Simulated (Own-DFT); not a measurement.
Simulation results for GaN (wurtzite, strained, atoms displaced)

A calculation, not a measurement: plane-wave PBE density functional theory by an unreviewed code, no spin, of a simulated periodic cell, stress positive in tension, free energy of the whole cell less one offset for each atom, forces on such cells passed a denser k mesh, this cell's mesh not checked; offsets are fitted by least squares, one for each functional and potential file, so energies compare only between cells with the same atoms and settings and are not formation energies; the far tail of each file's local potential was reset to the Coulomb form; each entry is a single point on an unrelaxed cell, so the pressure reflects the starting lattice, mostly measured values (interpolated for alloys), from which strain is counted, and rises with the displacements; printed positions are rounded, which can move forces by about a meV/angstrom; the program, named Own-DFT, is a retired in-house code; no spin-orbit coupling. Program: Own-DFT development build.

Common to all runs: functional PBE; potential files PseudoDojo norm-conserving, scalar-relativistic, standard set with the stringent files for Ga; wave cutoff 96 hartree; occupations Gaussian; smearing width 0.01 eV; k mesh 3 x 4 x 3 centred on Gamma.

(1) 
```cif
# cell vector a (Å): 12.7560 0.0000 0.0000
# cell vector b (Å): -4.7835 8.2853 0.0000
# cell vector c (Å): 0.0000 0.0000 10.3441
data_GaN
_symmetry_space_group_name_H-M 'P 1'
_symmetry_Int_Tables_number 1
_cell_length_a 12.7560
_cell_length_b 9.5670
_cell_length_c 10.3441
_cell_angle_alpha 90.000
_cell_angle_beta 90.000
_cell_angle_gamma 120.000
_cell_volume 1093.24
loop_
_atom_site_label
_atom_site_type_symbol
_atom_site_fract_x
_atom_site_fract_y
_atom_site_fract_z
_atom_site_occupancy
Ga1 Ga 0.07785 0.21949 0.99673 1
Ga2 Ga 0.16882 0.10637 0.24606 1
N1 N 0.08514 0.22805 0.19362 1
N2 N 0.16807 0.10924 0.44217 1
Ga3 Ga 0.08247 0.21420 0.50422 1
Ga4 Ga 0.17072 0.11461 0.74865 1
N3 N 0.07871 0.22061 0.67288 1
N4 N 0.16340 0.10676 0.92802 1
Ga5 Ga 0.07750 0.55105 0.99108 1
Ga6 Ga 0.16935 0.44219 0.24912 1
N5 N 0.08889 0.55350 0.18682 1
N6 N 0.17339 0.44556 0.43970 1
Ga7 Ga 0.08354 0.55399 0.50432 1
Ga8 Ga 0.16172 0.43870 0.75639 1
N7 N 0.07931 0.54822 0.69158 1
N8 N 0.16159 0.43811 0.93392 1
Ga9 Ga 0.08357 0.88917 0.99358 1
Ga10 Ga 0.16417 0.77452 0.25850 1
N9 N 0.08040 0.88460 0.17958 1
N10 N 0.16076 0.76945 0.42906 1
Ga11 Ga 0.08177 0.88538 0.50008 1
Ga12 Ga 0.17428 0.78077 0.75219 1
N11 N 0.08349 0.89444 0.69056 1
N12 N 0.16552 0.77584 0.94775 1
Ga13 Ga 0.33823 0.22490 0.00411 1
Ga14 Ga 0.40975 0.11007 0.24775 1
N13 N 0.32580 0.21105 0.18679 1
N14 N 0.41706 0.10021 0.43814 1
Ga15 Ga 0.33876 0.23177 0.49863 1
Ga16 Ga 0.42237 0.12382 0.74016 1
N15 N 0.33026 0.20682 0.68756 1
N16 N 0.40802 0.10066 0.94180 1
Ga17 Ga 0.32883 0.55303 0.00574 1
Ga18 Ga 0.41823 0.44504 0.25462 1
N17 N 0.33515 0.55122 0.19066 1
N18 N 0.41008 0.43887 0.44336 1
Ga19 Ga 0.33963 0.56082 0.49761 1
Ga20 Ga 0.42026 0.44165 0.74426 1
N19 N 0.32430 0.55077 0.68411 1
N20 N 0.41602 0.44224 0.94546 1
Ga21 Ga 0.33610 0.89648 0.00325 1
Ga22 Ga 0.42181 0.77522 0.24518 1
N21 N 0.33030 0.88978 0.19154 1
N22 N 0.42004 0.78138 0.44311 1
Ga23 Ga 0.33172 0.88221 0.50081 1
Ga24 Ga 0.42490 0.78540 0.74229 1
N23 N 0.33522 0.90033 0.70167 1
N24 N 0.41784 0.78235 0.94397 1
Ga25 Ga 0.57709 0.22133 0.99515 1
Ga26 Ga 0.66625 0.11382 0.24322 1
N25 N 0.58365 0.22232 0.19478 1
N26 N 0.67643 0.11469 0.44024 1
Ga27 Ga 0.58574 0.22016 0.49949 1
Ga28 Ga 0.67091 0.12106 0.75500 1
N27 N 0.58675 0.22725 0.69005 1
N28 N 0.66628 0.11331 0.94413 1
Ga29 Ga 0.57718 0.55129 0.99397 1
Ga30 Ga 0.66723 0.44828 0.25644 1
N29 N 0.58157 0.55475 0.17780 1
N30 N 0.66386 0.45100 0.44438 1
Ga31 Ga 0.57749 0.54296 0.49713 1
Ga32 Ga 0.65925 0.44001 0.74710 1
N31 N 0.58113 0.55509 0.68347 1
N32 N 0.67063 0.45383 0.93525 1
Ga33 Ga 0.58091 0.88705 0.00079 1
Ga34 Ga 0.66310 0.77182 0.25108 1
N33 N 0.57228 0.88029 0.18656 1
N34 N 0.66583 0.77437 0.44391 1
Ga35 Ga 0.58895 0.89134 0.49770 1
Ga36 Ga 0.67187 0.78826 0.74400 1
N35 N 0.58147 0.88717 0.68690 1
N36 N 0.66398 0.77397 0.93608 1
Ga37 Ga 0.83892 0.23508 0.99807 1
Ga38 Ga 0.91874 0.11672 0.24765 1
N37 N 0.83465 0.22439 0.18496 1
N38 N 0.91817 0.11429 0.42952 1
Ga39 Ga 0.83747 0.23002 0.49481 1
Ga40 Ga 0.90968 0.10551 0.74995 1
N39 N 0.84001 0.23007 0.68648 1
N40 N 0.92691 0.11220 0.93966 1
Ga41 Ga 0.83846 0.55916 0.99695 1
Ga42 Ga 0.91354 0.44783 0.23862 1
N41 N 0.82601 0.54034 0.17917 1
N42 N 0.91592 0.44942 0.43956 1
Ga43 Ga 0.82861 0.55312 0.50140 1
Ga44 Ga 0.91039 0.43834 0.75413 1
N43 N 0.83407 0.55724 0.68785 1
N44 N 0.91917 0.44831 0.93935 1
Ga45 Ga 0.82954 0.88773 0.99731 1
Ga46 Ga 0.91763 0.77979 0.25274 1
N45 N 0.83093 0.88640 0.18530 1
N46 N 0.91410 0.77775 0.44261 1
Ga47 Ga 0.83391 0.88600 0.50399 1
Ga48 Ga 0.91404 0.77478 0.74232 1
N47 N 0.82781 0.87975 0.68410 1
N48 N 0.92318 0.78577 0.92215 1
_calc_free_energy_of_cell_above_offsets '-4.297'  # eV
_calc_pressure 7.52  # GPa
_calc_stress_xx -7.87  # GPa
_calc_stress_yy -6.32  # GPa
_calc_stress_zz -8.37  # GPa
_calc_stress_yz 0.49  # GPa
_calc_stress_xz 0.25  # GPa
_calc_stress_xy -0.76  # GPa
```

Force:
```csv
element,x (eV/Å),y (eV/Å),z (eV/Å)
Ga,3.114,0.775,1.482
Ga,-2.074,-0.416,1.003
N,0.691,-1.455,-1.477
N,0.541,-0.229,-1.018
Ga,-0.193,1.035,-3.768
Ga,-1.448,-0.45,-0.779
N,0.116,-0.341,4.992
N,0.477,1.309,2.059
Ga,2.023,1.389,1.782
Ga,-0.573,0.585,1.123
N,-1.337,-0.02,-0.457
N,-0.851,-0.154,-0.206
Ga,0.393,-0.685,-0.57
Ga,0.307,-0.141,-2.407
N,-0.207,1.095,0.274
N,0.404,0.509,1.605
Ga,-0.095,0.113,-0.198
Ga,0.263,-0.223,-4.056
N,-0.124,-0.022,1.298
N,0.363,0.657,4.023
Ga,0.456,0.403,0.495
Ga,-1.865,-0.71,0.73
N,0.69,-1.072,-0.799
N,0.57,-0.03,-1.45
Ga,-1.442,-0.922,-1.128
Ga,1.755,-0.585,0.686
N,0.742,2.079,0.408
N,-0.561,1.568,0.326
Ga,-0.165,-3.417,0.395
Ga,0.69,-1.762,1.985
N,-0.826,2.957,-0.861
N,0.778,2.869,-1.388
Ga,0.144,0.417,-1.161
Ga,0.008,-0.702,-0.955
N,-0.091,0.204,0.128
N,1.353,1.35,-1.4
Ga,-1.696,-0.251,0.641
Ga,-1.977,-0.028,0.889
N,1.583,0.578,0.979
N,-0.99,-0.175,-1.652
Ga,-0.328,-2.559,0.561
Ga,-3.413,-0.514,1.429
N,0.69,-0.559,0.152
N,0.504,-0.118,-0.864
Ga,-0.697,0.198,0.336
Ga,-2.099,-1.648,1.664
N,1.512,-0.926,-2.097
N,-0.217,-0.935,-0.983
Ga,0.426,0.679,1.026
Ga,0.516,-0.679,0.717
N,-1.16,0.451,-0.873
N,-1.538,-0.332,-0.729
Ga,0.014,-0.414,-0.597
Ga,0.389,-0.973,-0.439
N,0.264,-0.723,-0.67
N,0.435,0.256,-0.563
Ga,1.222,0.849,0.019
Ga,-0.301,-0.597,-1.299
N,0.2,-0.397,2.142
N,1.544,-1.709,-1.12
Ga,-1.325,2.118,0.827
Ga,1.036,1.976,0.526
N,0.228,0.313,0.39
N,-0.187,-1.27,-0.077
Ga,0.41,-0.056,-0.382
Ga,0.11,0.696,-0.175
N,3.267,1.992,-0.011
N,0.116,-0.603,-0.969
Ga,-0.524,0.246,0.075
Ga,-1.168,-1.86,1.001
N,1.241,1.847,-0.203
N,-0.18,0.73,-0.444
Ga,0.188,-2.029,0.413
Ga,0.123,-0.617,-0.373
N,-0.291,-0.343,-0.112
N,-0.096,-0.652,1.643
Ga,1.084,-0.133,0.192
Ga,1.549,0.431,-0.355
N,-0.999,-1.583,0.226
N,-4.014,-1.124,-1.231
Ga,-1.348,1.01,-0.821
Ga,2.151,-0.216,1.676
N,-0.744,2.102,1.058
N,-0.021,0.127,-0.942
Ga,0.93,0.394,0.17
Ga,0.48,1.749,-0.935
N,-0.612,-1.184,0.07
N,-1.048,-0.525,-0.72
Ga,0.964,-0.381,-0.08
Ga,-0.185,-0.294,-0.724
N,-0.092,0.083,0.374
N,0.466,-0.433,-0.762
Ga,-0.711,1.067,-1.716
Ga,0.891,0.476,0.015
N,0.494,1.544,0.629
N,-1.096,-1.047,2.365
```

(2) 
```cif
# cell vector a (Å): 12.7560 0.0000 0.0000
# cell vector b (Å): -4.7835 8.2853 0.0000
# cell vector c (Å): 0.0000 0.0000 10.3441
data_GaN
_symmetry_space_group_name_H-M 'P 1'
_symmetry_Int_Tables_number 1
_cell_length_a 12.7560
_cell_length_b 9.5670
_cell_length_c 10.3441
_cell_angle_alpha 90.000
_cell_angle_beta 90.000
_cell_angle_gamma 120.000
_cell_volume 1093.24
loop_
_atom_site_label
_atom_site_type_symbol
_atom_site_fract_x
_atom_site_fract_y
_atom_site_fract_z
_atom_site_occupancy
Ga1 Ga 0.08389 0.22122 0.00466 1
Ga2 Ga 0.16990 0.11711 0.25613 1
N1 N 0.08686 0.22626 0.19676 1
N2 N 0.16833 0.10802 0.43455 1
Ga3 Ga 0.07785 0.22465 0.50515 1
Ga4 Ga 0.16005 0.11011 0.75778 1
N3 N 0.08322 0.22933 0.68376 1
N4 N 0.16583 0.10304 0.93552 1
Ga5 Ga 0.07729 0.55630 0.00971 1
Ga6 Ga 0.17094 0.44534 0.25427 1
N5 N 0.08178 0.56130 0.18721 1
N6 N 0.16318 0.44568 0.44673 1
Ga7 Ga 0.07884 0.54483 0.49362 1
Ga8 Ga 0.16884 0.44382 0.74847 1
N7 N 0.09130 0.55615 0.69096 1
N8 N 0.16631 0.43785 0.93400 1
Ga9 Ga 0.08318 0.88425 0.00212 1
Ga10 Ga 0.17020 0.77309 0.24679 1
N9 N 0.08377 0.88919 0.19217 1
N10 N 0.17319 0.78166 0.43928 1
Ga11 Ga 0.08412 0.89969 0.49279 1
Ga12 Ga 0.17348 0.77547 0.76047 1
N11 N 0.08459 0.89512 0.68237 1
N12 N 0.16876 0.77856 0.93569 1
Ga13 Ga 0.33989 0.22678 0.00242 1
Ga14 Ga 0.41725 0.10866 0.25711 1
N13 N 0.33725 0.22498 0.19338 1
N14 N 0.41469 0.11219 0.44301 1
Ga15 Ga 0.33465 0.22286 0.49961 1
Ga16 Ga 0.42008 0.11222 0.75060 1
N15 N 0.32980 0.22279 0.68929 1
N16 N 0.42177 0.11444 0.93912 1
Ga17 Ga 0.34054 0.55451 0.00182 1
Ga18 Ga 0.40857 0.43345 0.25275 1
N17 N 0.33679 0.56449 0.19460 1
N18 N 0.41759 0.43819 0.44152 1
Ga19 Ga 0.33156 0.55915 0.49911 1
Ga20 Ga 0.42395 0.44150 0.74606 1
N19 N 0.33098 0.55567 0.68864 1
N20 N 0.41455 0.43990 0.93603 1
Ga21 Ga 0.33315 0.88941 0.99448 1
Ga22 Ga 0.41265 0.77157 0.25483 1
N21 N 0.32534 0.89277 0.19159 1
N22 N 0.42128 0.77726 0.44088 1
Ga23 Ga 0.33164 0.89117 0.50335 1
Ga24 Ga 0.41141 0.77788 0.74773 1
N23 N 0.33932 0.89388 0.69134 1
N24 N 0.41516 0.77747 0.93782 1
Ga25 Ga 0.58046 0.21976 0.00149 1
Ga26 Ga 0.67494 0.12084 0.25156 1
N25 N 0.57671 0.21699 0.19312 1
N26 N 0.66833 0.10627 0.44227 1
Ga27 Ga 0.57842 0.21092 0.50031 1
Ga28 Ga 0.67654 0.12653 0.74260 1
N27 N 0.58702 0.21430 0.68949 1
N28 N 0.65590 0.10440 0.94528 1
Ga29 Ga 0.58704 0.56236 0.99511 1
Ga30 Ga 0.66402 0.43709 0.24830 1
N29 N 0.57764 0.55699 0.18199 1
N30 N 0.66881 0.43759 0.43017 1
Ga31 Ga 0.58158 0.55148 0.49359 1
Ga32 Ga 0.66654 0.43395 0.74950 1
N31 N 0.58593 0.55343 0.68108 1
N32 N 0.66150 0.44050 0.93768 1
Ga33 Ga 0.57703 0.88700 0.99637 1
Ga34 Ga 0.65968 0.77070 0.25211 1
N33 N 0.59246 0.89928 0.19935 1
N34 N 0.66856 0.78226 0.43612 1
Ga35 Ga 0.57479 0.88103 0.49723 1
Ga36 Ga 0.66407 0.77458 0.76283 1
N35 N 0.57937 0.88212 0.68586 1
N36 N 0.66900 0.77502 0.94440 1
Ga37 Ga 0.83645 0.22930 0.00237 1
Ga38 Ga 0.90631 0.09348 0.24992 1
N37 N 0.83713 0.22714 0.18169 1
N38 N 0.91741 0.10820 0.45018 1
Ga39 Ga 0.82753 0.22022 0.49692 1
Ga40 Ga 0.91972 0.11100 0.75706 1
N39 N 0.83243 0.22593 0.67983 1
N40 N 0.91702 0.11647 0.93803 1
Ga41 Ga 0.82629 0.54813 0.00197 1
Ga42 Ga 0.92996 0.45309 0.24041 1
N41 N 0.83041 0.55475 0.18782 1
N42 N 0.92118 0.43648 0.43820 1
Ga43 Ga 0.82792 0.55868 0.50141 1
Ga44 Ga 0.91366 0.44692 0.74928 1
N43 N 0.84000 0.55893 0.68642 1
N44 N 0.91232 0.44068 0.93383 1
Ga45 Ga 0.82598 0.86534 0.99669 1
Ga46 Ga 0.91775 0.78018 0.25587 1
N45 N 0.83114 0.88215 0.18431 1
N46 N 0.91030 0.77217 0.44064 1
Ga47 Ga 0.83283 0.88426 0.50637 1
Ga48 Ga 0.91460 0.78108 0.74267 1
N47 N 0.84134 0.89445 0.69546 1
N48 N 0.92061 0.77805 0.94281 1
_calc_free_energy_of_cell_above_offsets '-4.142'  # eV
_calc_pressure 7.78  # GPa
_calc_stress_xx -6.73  # GPa
_calc_stress_yy -8.05  # GPa
_calc_stress_zz -8.57  # GPa
_calc_stress_yz -0.26  # GPa
_calc_stress_xz -0.38  # GPa
_calc_stress_xy -1.1  # GPa
```

Force:
```csv
element,x (eV/Å),y (eV/Å),z (eV/Å)
Ga,0.087,-0.179,-0.215
Ga,0.123,-0.927,-1.494
N,-0.735,-0.467,-0.672
N,-0.683,1.941,1.071
Ga,1.338,-0.359,-0.991
Ga,0.568,0.161,-2.045
N,0.401,-1.064,1.569
N,0.053,0.857,2.07
Ga,1.397,-0.474,-3.193
Ga,-0.765,-0.093,0.115
N,2.888,0.025,0.183
N,2.011,-0.516,-1.862
Ga,-0.534,2.651,2.184
Ga,-0.163,-0.006,0.425
N,-1.747,0.302,-0.446
N,-0.143,0.991,1.785
Ga,-0.08,0.623,0.387
Ga,-1.959,1.207,1.678
N,0.131,0.025,-0.035
N,-1.279,-1.058,-0.496
Ga,0.869,-2.188,1.166
Ga,-1.438,0.008,-3.263
N,0.396,-0.676,0.701
N,-0.29,-0.528,2.169
Ga,-0.717,-1.12,-0.103
Ga,-0.648,-0.151,-0.411
N,-0.36,-1.163,-0.864
N,0.71,-0.467,-0.053
Ga,-0.894,-0.522,1.024
Ga,-0.785,0.378,0.002
N,0.832,-0.539,0.04
N,-1.178,-0.585,-0.244
Ga,-1.821,-0.118,-0.416
Ga,0.922,2.017,0.105
N,0.004,-1.938,-0.899
N,-1.242,0.863,-0.643
Ga,0.6,-0.809,0.922
Ga,-1.719,0.331,-0.071
N,1.372,0.087,-0.218
N,0.92,0.867,-0.083
Ga,0.114,0.379,1.305
Ga,0.384,2.86,-0.333
N,2.771,0.015,-1.209
N,-2.661,-0.526,-0.639
Ga,0.445,-0.424,0.063
Ga,1.787,-0.584,0.145
N,-1.119,0.136,-0.261
N,-0.035,-0.694,0.155
Ga,0.355,0.225,0.759
Ga,-0.654,-0.421,-0.015
N,1.058,0.228,-0.574
N,-1.432,-0.173,-0.799
Ga,0.692,1.004,-0.266
Ga,0.515,-3.255,1.822
N,-2.116,1.182,-0.833
N,1.847,1.182,-1.393
Ga,-0.705,-2.146,0.993
Ga,-0.504,0.878,-0.711
N,0.487,-0.909,0.793
N,-0.973,-0.156,1.569
Ga,0.843,0.752,0.034
Ga,-0.222,1.231,-0.395
N,0.775,0.162,1.034
N,0.404,0.132,-0.212
Ga,0.958,0.417,1.577
Ga,0.788,0.494,-0.434
N,-1.584,-1.031,-1.537
N,0.153,-0.986,0.823
Ga,2.708,1.115,1.033
Ga,-0.016,0.48,-2.721
N,0.565,0.659,0.912
N,-1.916,0.543,-0.743
Ga,-0.512,-1.76,-1.305
Ga,0.56,1.729,0.585
N,0.446,0.015,1.757
N,-1.017,-0.669,-1.878
Ga,1.548,0.129,0.067
Ga,-0.615,1.084,-1.107
N,1.337,0.267,1.447
N,0.201,-1.091,1.034
Ga,0.537,0.731,-0.358
Ga,-3.621,-1.991,2.331
N,0.713,-0.104,0.272
N,-2.125,0.696,-1.276
Ga,1.639,-1.295,-0.58
Ga,2.3,-0.076,-0.634
N,-1.806,-0.171,0.132
N,-0.073,0.968,0.888
Ga,0.989,3.12,1.022
Ga,-0.074,-0.511,-1.062
N,-0.25,-0.446,0.4
N,0.793,0.844,-0.081
Ga,-0.951,0.619,-0.063
Ga,2.426,-0.469,1.347
N,-2.412,-0.454,-0.457
N,-0.185,-1.318,-1.297
```

(3) 
```cif
# cell vector a (Å): 12.7560 0.0000 0.0000
# cell vector b (Å): -4.7835 8.2853 0.0000
# cell vector c (Å): 0.0000 0.0000 10.3441
data_GaN
_symmetry_space_group_name_H-M 'P 1'
_symmetry_Int_Tables_number 1
_cell_length_a 12.7560
_cell_length_b 9.5670
_cell_length_c 10.3441
_cell_angle_alpha 90.000
_cell_angle_beta 90.000
_cell_angle_gamma 120.000
_cell_volume 1093.24
loop_
_atom_site_label
_atom_site_type_symbol
_atom_site_fract_x
_atom_site_fract_y
_atom_site_fract_z
_atom_site_occupancy
Ga1 Ga 0.08635 0.22183 0.00508 1
Ga2 Ga 0.15762 0.10607 0.25067 1
N1 N 0.08249 0.21281 0.18448 1
N2 N 0.16920 0.12004 0.44187 1
Ga3 Ga 0.08684 0.22244 0.49751 1
Ga4 Ga 0.16374 0.10662 0.75361 1
N3 N 0.07965 0.22025 0.68462 1
N4 N 0.16355 0.11534 0.93372 1
Ga5 Ga 0.07748 0.55326 0.00251 1
Ga6 Ga 0.16038 0.43755 0.25036 1
N5 N 0.08119 0.55491 0.18975 1
N6 N 0.16282 0.44397 0.44039 1
Ga7 Ga 0.07610 0.55338 0.49728 1
Ga8 Ga 0.17124 0.45245 0.74591 1
N7 N 0.08777 0.56260 0.68324 1
N8 N 0.16197 0.43111 0.93750 1
Ga9 Ga 0.08410 0.88510 0.99854 1
Ga10 Ga 0.17085 0.77838 0.26252 1
N9 N 0.08459 0.88754 0.18962 1
N10 N 0.17077 0.77062 0.43751 1
Ga11 Ga 0.08796 0.88938 0.50357 1
Ga12 Ga 0.17020 0.77166 0.74966 1
N11 N 0.07844 0.89162 0.69166 1
N12 N 0.17282 0.78435 0.93248 1
Ga13 Ga 0.32952 0.20906 0.00269 1
Ga14 Ga 0.41643 0.11741 0.24865 1
N13 N 0.33194 0.22180 0.18047 1
N14 N 0.40341 0.10035 0.44535 1
Ga15 Ga 0.32087 0.21177 0.48828 1
Ga16 Ga 0.42281 0.10762 0.74791 1
N15 N 0.33502 0.22564 0.69403 1
N16 N 0.42209 0.11616 0.93769 1
Ga17 Ga 0.33599 0.56487 0.00372 1
Ga18 Ga 0.42043 0.44743 0.25684 1
N17 N 0.32669 0.54620 0.19445 1
N18 N 0.41904 0.44474 0.43343 1
Ga19 Ga 0.33920 0.55388 0.49070 1
Ga20 Ga 0.41404 0.44607 0.74341 1
N19 N 0.33841 0.55349 0.68921 1
N20 N 0.40678 0.43761 0.93675 1
Ga21 Ga 0.33608 0.89092 0.00628 1
Ga22 Ga 0.41821 0.77388 0.24982 1
N21 N 0.32699 0.88980 0.18281 1
N22 N 0.41882 0.78686 0.44342 1
Ga23 Ga 0.32712 0.88115 0.49748 1
Ga24 Ga 0.42252 0.77869 0.75367 1
N23 N 0.33297 0.88874 0.69131 1
N24 N 0.41751 0.77545 0.94678 1
Ga25 Ga 0.58813 0.22248 0.00329 1
Ga26 Ga 0.66985 0.12049 0.24733 1
N25 N 0.59000 0.23178 0.18729 1
N26 N 0.67144 0.12103 0.44215 1
Ga27 Ga 0.57972 0.21637 0.50698 1
Ga28 Ga 0.66494 0.11222 0.74783 1
N27 N 0.58346 0.21924 0.68656 1
N28 N 0.66270 0.11145 0.94649 1
Ga29 Ga 0.57394 0.55874 0.00542 1
Ga30 Ga 0.67242 0.44498 0.24952 1
N29 N 0.59497 0.56779 0.19084 1
N30 N 0.67079 0.44598 0.43466 1
Ga31 Ga 0.58020 0.54370 0.50034 1
Ga32 Ga 0.66840 0.44672 0.75120 1
N31 N 0.58704 0.56157 0.68200 1
N32 N 0.66482 0.44148 0.93684 1
Ga33 Ga 0.58261 0.88704 0.00045 1
Ga34 Ga 0.67484 0.78764 0.25304 1
N33 N 0.58289 0.89367 0.18964 1
N34 N 0.66325 0.77158 0.43859 1
Ga35 Ga 0.59399 0.89112 0.50522 1
Ga36 Ga 0.66064 0.77549 0.75545 1
N35 N 0.57921 0.88931 0.68962 1
N36 N 0.67048 0.78268 0.93075 1
Ga37 Ga 0.83496 0.21764 0.00336 1
Ga38 Ga 0.91600 0.10712 0.24417 1
N37 N 0.83558 0.22838 0.18641 1
N38 N 0.90892 0.11115 0.43964 1
Ga39 Ga 0.83527 0.22430 0.50428 1
Ga40 Ga 0.90947 0.10496 0.74283 1
N39 N 0.82770 0.21920 0.69384 1
N40 N 0.91489 0.10910 0.94305 1
Ga41 Ga 0.83306 0.55402 0.00067 1
Ga42 Ga 0.91850 0.44784 0.24818 1
N41 N 0.82697 0.56111 0.18686 1
N42 N 0.92173 0.44660 0.43334 1
Ga43 Ga 0.82884 0.56430 0.50430 1
Ga44 Ga 0.91680 0.43839 0.74429 1
N43 N 0.83548 0.56125 0.68803 1
N44 N 0.91588 0.44344 0.92955 1
Ga45 Ga 0.82748 0.88603 0.99358 1
Ga46 Ga 0.91805 0.77998 0.25792 1
N45 N 0.82994 0.87829 0.18151 1
N46 N 0.91810 0.76892 0.43917 1
Ga47 Ga 0.83126 0.89592 0.49441 1
Ga48 Ga 0.91498 0.77756 0.74997 1
N47 N 0.83859 0.89856 0.68965 1
N48 N 0.91857 0.78199 0.93870 1
_calc_free_energy_of_cell_above_offsets '-4.756'  # eV
_calc_pressure 7.45  # GPa
_calc_stress_xx -6.72  # GPa
_calc_stress_yy -6.52  # GPa
_calc_stress_zz -9.12  # GPa
_calc_stress_yz -0.4  # GPa
_calc_stress_xz 0.27  # GPa
_calc_stress_xy -0.47  # GPa
```

Force:
```csv
element,x (eV/Å),y (eV/Å),z (eV/Å)
Ga,-0.79,-0.618,-1.766
Ga,2.048,-0.09,-0.182
N,-1.263,0.984,1.441
N,-1.982,-2.934,-1.959
Ga,-1.955,0.464,1.075
Ga,0.045,1.266,-0.941
N,0.055,0.538,0.3
N,1.135,-1.294,1.522
Ga,1.13,0.22,-0.973
Ga,0.063,0.147,0.2
N,0.472,0.403,-0.13
N,0.888,0.051,-0.484
Ga,1.562,0.02,0.477
Ga,0.048,-1.515,0.388
N,-0.46,-1.339,0.134
N,-0.436,2.56,0.086
Ga,-0.298,0.692,-0.112
Ga,-0.785,-0.135,-2.983
N,-0.061,-0.392,0.435
N,-1.992,0.403,1.382
Ga,-0.556,-0.269,0.255
Ga,-1.222,1.424,0.056
N,1.605,-0.807,-0.84
N,-0.197,-1.015,1.22
Ga,-0.497,1.208,-2.055
Ga,0.483,-0.612,0.228
N,-0.315,0.29,2.565
N,1.376,1.211,-1.394
Ga,3.178,2.325,3.018
Ga,-2.057,0.524,0.601
N,0.134,-1.088,-1.419
N,0.21,-0.913,0.237
Ga,-0.42,-2.853,-0.042
Ga,0.337,-0.143,-2.844
N,0.502,0.893,-0.247
N,0.09,-1.031,1.355
Ga,-1.691,0.927,1.141
Ga,1.717,-1.08,1.461
N,-1.697,1.461,-1.239
N,0.846,0.866,0.424
Ga,-0.357,0.378,-1.959
Ga,-0.89,0.508,0.51
N,1.393,0.146,2.249
N,1.378,-0.997,-0.832
Ga,1.396,0.61,1.598
Ga,-1.796,-0.735,-0.104
N,0.855,-0.495,-0.564
N,-0.215,1.009,-1.15
Ga,-1.526,0.781,-0.521
Ga,0.143,-0.686,0.849
N,-1.006,-1.101,0.721
N,-0.117,-1.105,-0.481
Ga,-0.367,0.354,-1.789
Ga,-0.045,-0.357,1.437
N,0.113,0.988,0.707
N,1.622,-0.69,-1.456
Ga,1.061,-0.91,-0.862
Ga,-1.439,0.37,0.176
N,-1.469,-1.014,0.11
N,-0.86,-1.011,0.808
Ga,0.398,0.883,-0.521
Ga,-0.349,-0.055,0.083
N,-0.137,-0.664,1.034
N,-0.363,0.765,0.396
Ga,0.348,0.671,0.338
Ga,-1.234,-0.692,-0.291
N,0.714,-0.122,0.069
N,0.602,0.152,0.161
Ga,-1.921,0.368,-0.915
Ga,1.02,0.422,-2.343
N,1.372,0.508,0.202
N,-1.539,-1.046,1.893
Ga,-0.711,0.606,-1.18
Ga,-0.687,-0.1,0.257
N,0.379,-0.514,0.592
N,1.799,0.201,-1.25
Ga,-0.781,0.957,-0.432
Ga,1.209,2.114,1.822
N,0.5,0.182,-0.984
N,0.358,0.036,-0.821
Ga,-0.468,0.382,-0.686
Ga,-1.034,0.18,0.056
N,2.717,0.157,-0.026
N,-1.997,-0.592,0.77
Ga,1.365,-1.78,-0.18
Ga,-0.175,1.322,0.349
N,0.124,-1.006,0.136
N,-0.159,-0.173,1.222
Ga,1.75,0.459,0.459
Ga,0.169,-0.457,-1.731
N,0.453,1.677,0.856
N,-0.489,2.644,0.299
Ga,0.939,-1.309,1.256
Ga,-0.092,0.498,0.45
N,-1.06,-2.715,-1.119
N,-0.15,-0.747,-0.059
```
